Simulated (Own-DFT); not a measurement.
## Calculated data, Hf31SiO64 (monoclinic hafnia with substituted atoms, atoms displaced), Hf16O31 (monoclinic hafnia with two neutral oxygen vacancies, strained, atoms displaced)

All values are calculated (Own-DFT development build). A calculation, not a measurement: plane-wave PBE and HSE06 DFT by an unreviewed code, no spin, of a simulated cell at Gamma alone, so results move with cell size and shape, stress positive in tension, energies less offsets, not probed for a lower state with spin; hafnium file: forces about 75 meV/angstrom off all-electron values; oxygen file: force components 24 meV/angstrom off all-electron in a glass; k mesh not checked against a denser one; forces and stress are PBE's, HSE06 gives the energy alone, and its difference from PBE has offsets of its own; offsets are fitted by least squares, one for each functional and potential file, so energies compare only between cells with the same atoms and settings and are not formation energies; the far tail of each file's local potential was reset to the Coulomb form; each entry is a single point on an unrelaxed cell, so the pressure reflects the starting lattice, mostly measured values, from which strain is counted, and rises with the displacements; printed positions are rounded, which can move forces by about a meV/angstrom; the program is a retired in-house code; no spin-orbit coupling.

Common to all runs: first functional PBE; second functional HSE06; exact exchange share 0.25; screening 0.11 1/bohr; exchange divergence Gygi-Baldereschi; potential files PseudoDojo norm-conserving, scalar-relativistic, made for PBE, standard set; wave cutoff 48 hartree; occupations fixed; k mesh 1 x 1 x 1 centred on Gamma.

(1) Hf31SiO64 (monoclinic hafnia with substituted atoms, atoms displaced)

```
Hf31SiO64
1.0
     10.2340     0.0000     0.0000
      0.0000    10.3500     0.0000
     -1.6955     0.0000    10.4453
Hf O Hf Si O Hf O Hf O Hf O Hf O Hf O Hf O
4 8 3 1 8 4 8 4 8 4 8 4 8 4 8 4 8
Direct
  0.14954 0.00929 0.09993
  0.36414 0.26491 0.14743
  0.36655 0.47990 0.39432
  0.14286 0.23370 0.34857
  0.04077 0.17018 0.17733
  0.46237 0.41515 0.08140
  0.45609 0.33950 0.33091
  0.04296 0.07693 0.42660
  0.22934 0.37893 0.23968
  0.27473 0.12074 0.00681
  0.27006 0.11553 0.25747
  0.22628 0.36837 0.48522
  0.13715 0.02096 0.59836
  0.35802 0.26299 0.65822
  0.36192 0.47458 0.89561
  0.14199 0.23168 0.86119
  0.03205 0.17202 0.67011
  0.46206 0.42301 0.57916
  0.46486 0.33299 0.82320
  0.03741 0.09340 0.92328
  0.22752 0.38002 0.74192
  0.27726 0.12736 0.51244
  0.27077 0.12947 0.76215
  0.22111 0.36981 0.98718
  0.14297 0.52164 0.10109
  0.36226 0.76386 0.13596
  0.36614 0.98087 0.39464
  0.13119 0.73783 0.34854
  0.03713 0.66795 0.17213
  0.47214 0.91912 0.07899
  0.46752 0.82903 0.32441
  0.04123 0.58804 0.41656
  0.22275 0.88501 0.24219
  0.27351 0.63678 0.01007
  0.27271 0.62683 0.25495
  0.21972 0.86828 0.48427
  0.13619 0.52007 0.60223
  0.36111 0.77219 0.63856
  0.35778 0.96699 0.88591
  0.13481 0.73075 0.85193
  0.04119 0.66807 0.67720
  0.46435 0.91932 0.57768
  0.46843 0.83692 0.82823
  0.03729 0.57847 0.91985
  0.22826 0.88445 0.73749
  0.27784 0.62659 0.51146
  0.28454 0.61886 0.76031
  0.23569 0.87041 0.98888
  0.62989 0.01842 0.10127
  0.86059 0.27207 0.14833
  0.85991 0.48402 0.40278
  0.62844 0.22736 0.34425
  0.53887 0.15941 0.17775
  0.95655 0.41233 0.07424
  0.97794 0.32852 0.33746
  0.54238 0.07430 0.42319
  0.72375 0.38037 0.23622
  0.76961 0.12877 0.00161
  0.78018 0.11866 0.25663
  0.72681 0.36402 0.48113
  0.63956 0.01743 0.61126
  0.85898 0.26783 0.64509
  0.85876 0.48091 0.89301
  0.63842 0.23314 0.85648
  0.53489 0.17455 0.67006
  0.95895 0.41925 0.57133
  0.96143 0.32838 0.82927
  0.53019 0.07792 0.92986
  0.72223 0.37725 0.73464
  0.77047 0.14000 0.50488
  0.77297 0.12332 0.75821
  0.72341 0.36546 0.98454
  0.63595 0.51759 0.10159
  0.85737 0.76465 0.14631
  0.85722 0.97996 0.39412
  0.63840 0.73514 0.34963
  0.54063 0.66604 0.17737
  0.96081 0.91157 0.08671
  0.96496 0.83252 0.32796
  0.53560 0.59295 0.42713
  0.72375 0.88028 0.24000
  0.76923 0.62632 0.01032
  0.78084 0.61390 0.25733
  0.72743 0.87410 0.48675
  0.63957 0.52327 0.60640
  0.86484 0.76728 0.64155
  0.85659 0.98604 0.89340
  0.64094 0.72431 0.85796
  0.53732 0.65894 0.67231
  0.97243 0.91505 0.58529
  0.95169 0.83029 0.81946
  0.54361 0.58329 0.92552
  0.73560 0.87162 0.73749
  0.77974 0.62827 0.50584
  0.77714 0.62176 0.76674
  0.73425 0.86525 0.99237
```

It finds PBE energy of cell above offsets -86.733 eV; HSE06 less PBE above offsets 0.254 eV; PBE pressure 3.98 GPa; PBE stress xx -3.52 GPa; PBE stress yy -3.82 GPa; PBE stress zz -4.61 GPa; PBE stress yz -0.33 GPa; PBE stress xz -0.58 GPa; PBE stress xy 0.37 GPa.

Force:
| element | x (eV/Å) | y (eV/Å) | z (eV/Å) |
| --- | --- | --- | --- |
| Hf | -3.258 | 2.351 | 0.837 |
| Hf | -1.486 | -0.051 | -0.451 |
| Hf | -1.75 | 2.051 | 2.055 |
| Hf | -0.845 | -1.163 | 1.194 |
| O | -0.435 | -0.706 | -1.433 |
| O | -0.259 | -0.122 | -0.464 |
| O | 2.672 | -3.012 | -1.336 |
| O | -1.065 | 0.112 | -1.002 |
| O | -0.093 | 0.356 | -1.269 |
| O | 0.469 | 1.677 | -0.013 |
| O | 2.004 | 0.372 | -0.244 |
| O | 0.004 | 0.757 | 0.989 |
| Hf | -0.648 | 1.324 | 0.364 |
| Hf | 0.603 | 1.39 | -3.488 |
| Hf | 0.335 | 0.547 | -1.071 |
| Si | -2.677 | -1.041 | -1.167 |
| O | 1.049 | -0.233 | 1.036 |
| O | 0.384 | -0.391 | 0.104 |
| O | 0.045 | 0.74 | 1.779 |
| O | 1.017 | 0.62 | -0.775 |
| O | -1.311 | -0.226 | 0.99 |
| O | 0.907 | -0.308 | -0.109 |
| O | -1.077 | -0.26 | 1.609 |
| O | -0.048 | -1.922 | -1.154 |
| Hf | -2.122 | -0.198 | 1.178 |
| Hf | 0.904 | 1.196 | 3.255 |
| Hf | -0.688 | -0.406 | -0.084 |
| Hf | 1.373 | -1.371 | 0.459 |
| O | -0.23 | -0.54 | -1.208 |
| O | -2.471 | -2.198 | -0.139 |
| O | -1.001 | 0.978 | 0.083 |
| O | -1.11 | -0.981 | 1.092 |
| O | 0.99 | -1.165 | -0.71 |
| O | 0.143 | -1.754 | -1.13 |
| O | 0.762 | -0.472 | -0.236 |
| O | 0.999 | 0.548 | 0.984 |
| Hf | 1 | -0.46 | -0.982 |
| Hf | 0.052 | -1.521 | 0.166 |
| Hf | 0.871 | 3.396 | 1.304 |
| Hf | -0.819 | -0.505 | -0.449 |
| O | -0.023 | -0.339 | -0.511 |
| O | 0.06 | -0.299 | 0.359 |
| O | 0.96 | -1.436 | -0.698 |
| O | 0.274 | 0.557 | -0.008 |
| O | -0.279 | -1.154 | -0.215 |
| O | -0.099 | 0.645 | 0.285 |
| O | -0.627 | 0.485 | 0.563 |
| O | -1.219 | -0.553 | -0.304 |
| Hf | 3.114 | -0.148 | -0.077 |
| Hf | 1.676 | -1.184 | 0.408 |
| Hf | 1.074 | -1.54 | -1.835 |
| Hf | 2.043 | 0.577 | 3.156 |
| O | -1.944 | 1.238 | -0.76 |
| O | 1.376 | 1.396 | 0.248 |
| O | -2.428 | 1.395 | -0.926 |
| O | -0.42 | 0.418 | -0.446 |
| O | -0.179 | -0.68 | 0.046 |
| O | 0.233 | -0.029 | 0.722 |
| O | -0.559 | 0.236 | 0.275 |
| O | -0.751 | 1.322 | 0.322 |
| Hf | 0.222 | 1.044 | -1.251 |
| Hf | 0.852 | 0.458 | -0.7 |
| Hf | 1.027 | -1.535 | 0.664 |
| Hf | -0.196 | -1.351 | -0.802 |
| O | 0.592 | -1.349 | 0.214 |
| O | 0.878 | 0.391 | 1.553 |
| O | 1.776 | -0.257 | 0.413 |
| O | 0.372 | 1.344 | -1.754 |
| O | 0.081 | 0.297 | 0.706 |
| O | 0.147 | -2.106 | 0.374 |
| O | -0.2 | -0.655 | 0.072 |
| O | -0.567 | 1.082 | 0.5 |
| Hf | 0.981 | 0.218 | 1.258 |
| Hf | 0.778 | 0.563 | 0.064 |
| Hf | 1.603 | 1.004 | 0.102 |
| Hf | 0.102 | -0.92 | 0.741 |
| O | -0.549 | -0.349 | -1.479 |
| O | 1.776 | 1.407 | -1.348 |
| O | -1.491 | 0.676 | 0.154 |
| O | 0.223 | -0.402 | -0.317 |
| O | -0.009 | -0.456 | -0.06 |
| O | 0.919 | -0.252 | 0.06 |
| O | -0.554 | 0.914 | -0.052 |
| O | -0.281 | -0.132 | 0.661 |
| Hf | -0.953 | -1.319 | -1.327 |
| Hf | 0.181 | 0.913 | -0.077 |
| Hf | 1.432 | -0.74 | 1.064 |
| Hf | 0.41 | 1.179 | -0.749 |
| O | -0.807 | 1.808 | 0.851 |
| O | -1.15 | -0.453 | -0.814 |
| O | 2.478 | -0.095 | 1.995 |
| O | -2.233 | -1.083 | -0.415 |
| O | -2.133 | 1.324 | -0.317 |
| O | -0.233 | 0.302 | 0.691 |
| O | 0.247 | -0.1 | -0.907 |
| O | -1.19 | 0.319 | -0.943 |

(2) Hf16O31 (monoclinic hafnia with two neutral oxygen vacancies, strained, atoms displaced)

```
Hf16O31
1.0
     10.0938    -0.0081     0.1804
     -0.0082    10.1850     0.1680
     -1.4881     0.1709    10.4439
Hf O Hf O Hf O Hf O Hf O Hf O Hf O Hf O
4 8 4 8 4 8 4 8 4 8 4 8 4 7 4 7
Direct
  0.14563 0.02326 0.10207
  0.35835 0.26699 0.15303
  0.35882 0.48476 0.39186
  0.13527 0.23083 0.35808
  0.03840 0.16665 0.18286
  0.45605 0.41510 0.07515
  0.45948 0.33322 0.32645
  0.04172 0.07642 0.41685
  0.22880 0.37619 0.24189
  0.27210 0.12995 0.00862
  0.28024 0.11976 0.26615
  0.22784 0.37229 0.49136
  0.14026 0.01887 0.60549
  0.35695 0.27404 0.64687
  0.36074 0.48023 0.89636
  0.14297 0.22552 0.84787
  0.03436 0.16373 0.67267
  0.47255 0.41318 0.58180
  0.46460 0.33649 0.83779
  0.04444 0.08155 0.92652
  0.22052 0.37371 0.73247
  0.28407 0.13196 0.51638
  0.25989 0.12284 0.75435
  0.22029 0.36155 0.99216
  0.14237 0.52611 0.09381
  0.35813 0.76852 0.14135
  0.37182 0.99361 0.39946
  0.13245 0.73368 0.36113
  0.03809 0.66495 0.16959
  0.46707 0.91846 0.07869
  0.46996 0.82738 0.32688
  0.02862 0.57701 0.42703
  0.22352 0.88140 0.23598
  0.27642 0.63097 0.01379
  0.27297 0.61776 0.25620
  0.22194 0.86377 0.48602
  0.13940 0.52293 0.60286
  0.36183 0.76248 0.64191
  0.35785 0.97576 0.89697
  0.13023 0.73007 0.85061
  0.04020 0.65658 0.67239
  0.46127 0.91315 0.58059
  0.45129 0.83061 0.82178
  0.04103 0.58943 0.92627
  0.22882 0.88553 0.74794
  0.27733 0.62029 0.50921
  0.28148 0.62274 0.76319
  0.21901 0.86682 0.99048
  0.64854 0.02297 0.10661
  0.86819 0.27580 0.15137
  0.85986 0.48485 0.38935
  0.64121 0.22890 0.35101
  0.52822 0.16499 0.16893
  0.96525 0.41006 0.07115
  0.96215 0.34040 0.32814
  0.53719 0.08784 0.42706
  0.72354 0.37765 0.23988
  0.77659 0.12785 0.99967
  0.77544 0.11973 0.26100
  0.72432 0.37806 0.48665
  0.63948 0.01634 0.60997
  0.86317 0.27667 0.64647
  0.86618 0.48688 0.90437
  0.63318 0.23857 0.85482
  0.53879 0.15285 0.67615
  0.96755 0.41781 0.57490
  0.95641 0.33948 0.82872
  0.54032 0.08524 0.92015
  0.72536 0.37856 0.74492
  0.76780 0.12780 0.50442
  0.78139 0.12112 0.75852
  0.72026 0.36883 0.99570
  0.63586 0.51904 0.10066
  0.86754 0.77310 0.14626
  0.86004 0.97790 0.40095
  0.64083 0.73178 0.34890
  0.52202 0.66082 0.16500
  0.95545 0.83443 0.33238
  0.54264 0.58006 0.42225
  0.72450 0.88538 0.23487
  0.77662 0.62887 0.00250
  0.77011 0.62008 0.25563
  0.72993 0.86681 0.49305
  0.63112 0.52172 0.59153
  0.85897 0.77156 0.64854
  0.86636 0.97975 0.89276
  0.64025 0.73382 0.85151
  0.54080 0.67118 0.67692
  0.96286 0.91834 0.57742
  0.95650 0.83439 0.82229
  0.54451 0.58151 0.92363
  0.72512 0.88371 0.74430
  0.77541 0.62598 0.51114
  0.77480 0.62155 0.76542
```

It finds PBE energy of cell above offsets -85.788 eV; HSE06 less PBE above offsets -0.064 eV; PBE pressure 12.24 GPa; PBE stress xx -12.65 GPa; PBE stress yy -14.57 GPa; PBE stress zz -9.51 GPa; PBE stress yz 3.77 GPa; PBE stress xz 3.44 GPa; PBE stress xy -0.48 GPa.

Force:
| element | x (eV/Å) | y (eV/Å) | z (eV/Å) |
| --- | --- | --- | --- |
| Hf | -2.032 | -0.445 | 1.163 |
| Hf | 0.549 | 0.534 | -1.409 |
| Hf | 0.839 | -1.462 | -0.661 |
| Hf | 0.641 | 0.616 | -0.375 |
| O | 0.288 | -0.428 | -0.76 |
| O | 0.798 | 0.735 | 0.238 |
| O | 0.948 | -0.028 | 0.639 |
| O | -0.42 | -0.262 | 0.928 |
| O | -1.422 | 0.986 | -0.041 |
| O | 1.377 | -0.164 | -0.083 |
| O | -0.626 | 0.376 | -0.175 |
| O | -0.198 | -0.334 | -0.28 |
| Hf | -0.415 | 0.109 | -0.067 |
| Hf | 1.896 | -1.159 | -0.438 |
| Hf | 0.764 | -0.142 | 0.91 |
| Hf | -2.762 | 1.765 | 1.763 |
| O | -0.483 | 0.048 | -0.562 |
| O | -1.635 | -0.527 | -0.491 |
| O | -1.146 | -0.208 | -1.487 |
| O | -1.39 | -0.919 | -0.219 |
| O | 0.042 | 1.254 | 0.768 |
| O | -0.453 | -0.428 | -0.557 |
| O | 2.714 | -1.026 | 0.414 |
| O | -0.008 | 1.304 | -0.807 |
| Hf | -0.434 | -2.433 | 3.087 |
| Hf | 0.336 | 1.12 | 1.163 |
| Hf | -0.545 | -3.076 | -0.376 |
| Hf | 0.811 | -0.281 | -1.766 |
| O | -0.921 | 0.946 | 0.383 |
| O | -0.236 | -0.169 | -0.495 |
| O | -1.096 | 1.264 | 0.363 |
| O | 2.208 | 2.379 | -0.806 |
| O | -0.296 | -0.622 | 0.646 |
| O | 0.73 | -0.109 | -1.582 |
| O | -0.367 | 0.542 | 0.743 |
| O | -0.064 | 0.638 | 0.849 |
| Hf | -0.461 | -2.339 | 0.169 |
| Hf | 0.247 | 1.003 | 0.861 |
| Hf | 1.997 | 0.851 | 0.129 |
| Hf | 2.02 | 1.965 | -0.248 |
| O | -1.686 | 2.482 | 0.891 |
| O | 0.565 | 0.668 | -0.556 |
| O | 1.597 | -0.41 | 0.905 |
| O | -1.279 | -1.028 | -0.275 |
| O | -1.195 | -0.652 | -1.689 |
| O | 0.258 | 1.145 | -0.175 |
| O | -0.733 | -0.416 | -0.088 |
| O | -0.009 | 0.19 | -0.233 |
| Hf | -1.263 | 0.846 | -2.013 |
| Hf | -1.023 | -1.873 | -1.021 |
| Hf | -1.286 | -0.692 | 1.216 |
| Hf | -0.6 | 1.258 | 0.259 |
| O | 1.448 | -0.51 | 0.84 |
| O | 1.34 | 1.481 | 0.565 |
| O | 0.901 | -1.017 | -0.275 |
| O | -0.056 | -0.485 | -0.088 |
| O | -0.007 | 0.368 | -0.228 |
| O | 0.286 | 0.42 | 1.485 |
| O | 0.189 | 0.284 | -0.153 |
| O | -0.108 | -1.216 | -0.063 |
| Hf | -0.062 | 1.122 | -0.121 |
| Hf | -1.001 | -0.587 | 0.674 |
| Hf | -1.376 | -1.911 | -2.241 |
| Hf | 2.246 | -1.406 | 0.01 |
| O | -1.856 | 2.042 | 0.339 |
| O | 0 | -0.301 | 0.079 |
| O | 1.843 | -0.921 | -0.492 |
| O | -1.403 | -1.296 | 0.339 |
| O | -0.419 | 0.785 | -1.239 |
| O | 1.023 | 0.53 | 0.595 |
| O | -0.073 | 0.049 | -0.291 |
| O | 0.376 | 0.396 | 0.065 |
| Hf | -0.957 | -0.199 | 0.229 |
| Hf | 0.177 | -0.021 | -1.066 |
| Hf | 0.256 | 1.812 | -0.72 |
| Hf | -0.651 | 0.214 | 0.151 |
| O | 1.556 | -0.315 | 0.755 |
| O | 1.33 | -1.679 | -0.845 |
| O | -1.349 | 0.3 | -1.369 |
| O | 0.142 | -1.589 | 0.581 |
| O | -0.001 | 1.705 | 1.98 |
| O | 0.21 | 0.414 | -0.506 |
| O | -1.051 | -0.392 | -0.236 |
| Hf | 1.618 | -0.438 | 3.47 |
| Hf | -0.142 | -1.498 | -0.639 |
| Hf | -0.786 | 1.584 | 1.018 |
| Hf | -0.754 | -0.236 | 0.846 |
| O | -0.256 | -0.305 | -1.038 |
| O | 0.476 | -0.231 | 0.544 |
| O | 1.579 | -1.185 | 0.074 |
| O | -1.449 | -0.344 | -0.551 |
| O | -0.129 | -0.692 | -0.062 |
| O | 1.029 | 1.254 | -0.339 |
| O | 0.719 | 0.626 | -0.816 |

(3) Hf16O31 (monoclinic hafnia with two neutral oxygen vacancies, strained, atoms displaced)

```
Hf16O31
1.0
     10.0575    -0.0662     0.0613
     -0.0670    10.3365    -0.0219
     -1.6037    -0.0111    10.3706
Hf O Hf O Hf O Hf O Hf O Hf O Hf O Hf O
4 8 4 8 4 8 4 8 4 7 4 7 4 8 4 8
Direct
  0.13894 0.02072 0.11132
  0.36208 0.27416 0.14083
  0.36510 0.47465 0.40787
  0.14418 0.22336 0.36396
  0.03773 0.16202 0.16897
  0.46657 0.40298 0.08454
  0.46922 0.32713 0.33416
  0.04198 0.07833 0.42989
  0.21663 0.37608 0.24702
  0.27997 0.13280 0.00053
  0.28441 0.11730 0.26847
  0.22075 0.36139 0.48406
  0.13352 0.01918 0.59464
  0.34904 0.26164 0.63736
  0.37002 0.48534 0.89867
  0.12941 0.23931 0.86163
  0.04817 0.17066 0.67799
  0.45370 0.41097 0.57723
  0.47976 0.33046 0.81536
  0.04830 0.08734 0.92783
  0.21815 0.37353 0.74568
  0.27578 0.12448 0.51802
  0.27894 0.11468 0.77196
  0.23102 0.37974 0.99338
  0.15289 0.51346 0.09931
  0.35709 0.76342 0.14609
  0.35601 0.97529 0.39823
  0.13466 0.72445 0.36274
  0.03637 0.66941 0.17958
  0.46898 0.90614 0.09203
  0.46034 0.83863 0.33479
  0.03810 0.57606 0.41406
  0.21874 0.88649 0.24221
  0.27299 0.61452 0.00581
  0.28530 0.60750 0.24746
  0.21597 0.88671 0.48117
  0.13946 0.51999 0.60955
  0.36636 0.76832 0.64477
  0.36663 0.98647 0.89836
  0.12882 0.73284 0.86176
  0.02920 0.66506 0.66075
  0.47250 0.91780 0.58241
  0.47407 0.83755 0.82927
  0.05136 0.58216 0.92088
  0.22490 0.87105 0.74034
  0.26840 0.62154 0.52078
  0.28198 0.61878 0.75699
  0.22195 0.85591 0.98513
  0.64583 0.02435 0.09037
  0.85818 0.26598 0.15745
  0.86522 0.48653 0.38834
  0.63168 0.23190 0.35755
  0.53814 0.16887 0.17569
  0.96350 0.40978 0.07299
  0.95828 0.31892 0.32559
  0.54519 0.07166 0.44409
  0.71583 0.37157 0.23095
  0.78152 0.13014 0.01345
  0.72881 0.36332 0.49327
  0.65204 0.01861 0.60661
  0.85478 0.27606 0.65026
  0.85942 0.47448 0.89024
  0.62788 0.23493 0.85515
  0.52870 0.17703 0.66265
  0.95159 0.41528 0.57394
  0.97629 0.34149 0.83174
  0.54965 0.08379 0.92747
  0.71175 0.38468 0.73309
  0.78151 0.12610 0.75458
  0.70579 0.36824 0.99759
  0.63234 0.52863 0.09628
  0.86057 0.77553 0.15791
  0.85505 0.98592 0.40177
  0.64217 0.74148 0.36263
  0.53894 0.67752 0.18265
  0.96978 0.92016 0.06594
  0.95898 0.84275 0.31087
  0.54803 0.57870 0.42606
  0.73892 0.88102 0.23946
  0.78063 0.64813 0.00600
  0.77187 0.61642 0.25801
  0.73187 0.86904 0.48108
  0.62298 0.51717 0.60310
  0.85835 0.76770 0.63086
  0.86660 0.97092 0.89748
  0.63251 0.71694 0.85136
  0.52910 0.66746 0.67976
  0.97023 0.91578 0.58390
  0.95100 0.84641 0.81195
  0.52893 0.58569 0.92008
  0.73316 0.86856 0.73155
  0.75953 0.63704 0.50819
  0.77297 0.62747 0.74621
  0.72047 0.87042 0.00697
```

Results for Hf16O31 (monoclinic hafnia with two neutral oxygen vacancies, strained, atoms displaced): PBE energy of cell above offsets -77.511 eV; HSE06 less PBE above offsets 0.488 eV; PBE pressure 14.25 GPa; PBE stress xx -15.76 GPa; PBE stress yy -12.98 GPa; PBE stress zz -14.01 GPa; PBE stress yz 0.1 GPa; PBE stress xz -0.3 GPa; PBE stress xy -3.4 GPa.

Force:
| element | x (eV/Å) | y (eV/Å) | z (eV/Å) |
| --- | --- | --- | --- |
| Hf | 0.915 | 0.601 | -1.344 |
| Hf | -1.446 | -3.85 | 2.521 |
| Hf | 0.051 | 0.163 | -3.783 |
| Hf | -0.703 | -0.098 | -3.198 |
| O | -0.348 | 0.546 | 1.341 |
| O | 2.538 | 4.131 | -1.87 |
| O | -2.698 | 1.889 | 0 |
| O | -1.78 | 0.48 | -2.094 |
| O | 0.973 | -0.31 | -0.533 |
| O | 0.445 | 0.305 | 2.552 |
| O | -0.465 | 0.99 | -0.222 |
| O | -0.376 | 1.368 | 1.802 |
| Hf | 0.391 | -0.248 | 5.61 |
| Hf | 0.69 | -0.35 | 3.55 |
| Hf | -3.526 | -2.88 | -2.567 |
| Hf | 3.575 | -3.225 | -0.637 |
| O | -1.44 | 0.679 | -0.758 |
| O | 0.548 | 1 | 0.454 |
| O | -5.38 | 4.021 | 0.798 |
| O | -2.1 | -1.357 | -0.455 |
| O | 1.314 | 1.343 | -0.958 |
| O | 0.776 | 0.108 | -1.605 |
| O | 0.636 | 0.927 | -1.615 |
| O | -0.094 | -1.506 | -0.367 |
| Hf | -4.229 | -0.067 | 2.608 |
| Hf | 0.387 | 1.715 | 0.288 |
| Hf | 2.295 | 1.532 | -0.308 |
| Hf | 0.322 | 2.108 | -3.333 |
| O | 1.152 | -0.858 | -0.106 |
| O | -0.127 | 1.494 | -1.469 |
| O | 0.76 | -1.899 | -0.071 |
| O | -0.16 | -0.451 | 0.907 |
| O | 0.514 | -2.092 | -0.036 |
| O | 2.879 | 2.302 | -0.036 |
| O | -0.414 | 0.798 | 2.338 |
| O | -0.303 | -3.3 | 0.678 |
| Hf | -1.922 | -1.414 | 1.487 |
| Hf | -1.501 | 2.871 | 1.283 |
| Hf | -0.875 | -1.908 | -0.34 |
| Hf | 1.055 | 1.59 | -3.579 |
| O | 0.849 | -0.387 | 0.5 |
| O | -1.194 | -1.498 | 0.24 |
| O | -0.317 | -0.076 | 0.031 |
| O | -3.692 | -2.122 | -0.123 |
| O | 0.46 | 0.13 | -0.585 |
| O | 1.602 | 1.142 | -2.101 |
| O | -0.585 | -0.443 | 1.044 |
| O | 0.722 | 1.563 | 1.651 |
| Hf | -1.271 | -1.14 | 4.604 |
| Hf | 0.504 | -0.155 | -2.171 |
| Hf | -1.952 | -3.152 | 0.523 |
| Hf | 1.542 | -2.408 | 0.32 |
| O | -0.09 | -0.543 | -0.502 |
| O | -0.278 | 0.627 | -0.557 |
| O | 0.356 | 1.362 | 1.858 |
| O | 0.331 | 1.792 | -3.124 |
| O | 0.058 | 1.39 | 1.396 |
| O | 1.019 | 0.567 | -0.017 |
| O | -1.019 | 0.492 | -0.51 |
| Hf | -1.484 | 1.261 | 1.71 |
| Hf | 1.101 | -1.586 | -1.486 |
| Hf | 0.266 | 1.431 | 1.789 |
| Hf | 4.09 | -1.918 | -0.779 |
| O | 1.443 | -1.468 | 0.326 |
| O | 2.435 | 1.795 | 0.044 |
| O | -3.802 | 1.736 | -1.02 |
| O | -2.494 | -0.698 | -1.72 |
| O | 1.397 | -0.425 | 1.802 |
| O | -0.673 | -0.657 | 0.706 |
| O | 1.518 | 1.301 | -1.596 |
| Hf | 1.462 | -0.868 | 3.166 |
| Hf | 1.247 | -1.349 | -4.432 |
| Hf | 1.519 | 0.937 | -2.028 |
| Hf | -1.951 | -1.982 | -3.214 |
| O | 0.126 | -1.502 | -1.529 |
| O | -0.652 | -1.691 | 1.115 |
| O | 2.962 | 0.324 | 5.009 |
| O | -2.824 | -0.492 | -0.948 |
| O | -3.203 | 2.009 | 1.954 |
| O | -0.78 | -3.189 | -0.908 |
| O | 0.206 | 0.537 | 0.043 |
| O | -0.428 | 1.739 | 2.068 |
| Hf | 2.528 | 0.705 | 0.262 |
| Hf | 0.242 | 0.155 | 2.036 |
| Hf | -1.203 | 2.964 | 0.209 |
| Hf | 2.986 | 5.065 | 0.138 |
| O | 0.696 | -2.035 | -1.264 |
| O | -1.351 | -0.145 | -1.548 |
| O | 4.073 | -3.309 | 0.705 |
| O | 0.898 | -0.488 | 1.502 |
| O | -2.304 | 1.113 | 0.187 |
| O | 1.867 | -1.34 | -0.673 |
| O | -0.024 | -2.019 | 1.68 |
| O | 0.742 | -0.196 | -2.707 |
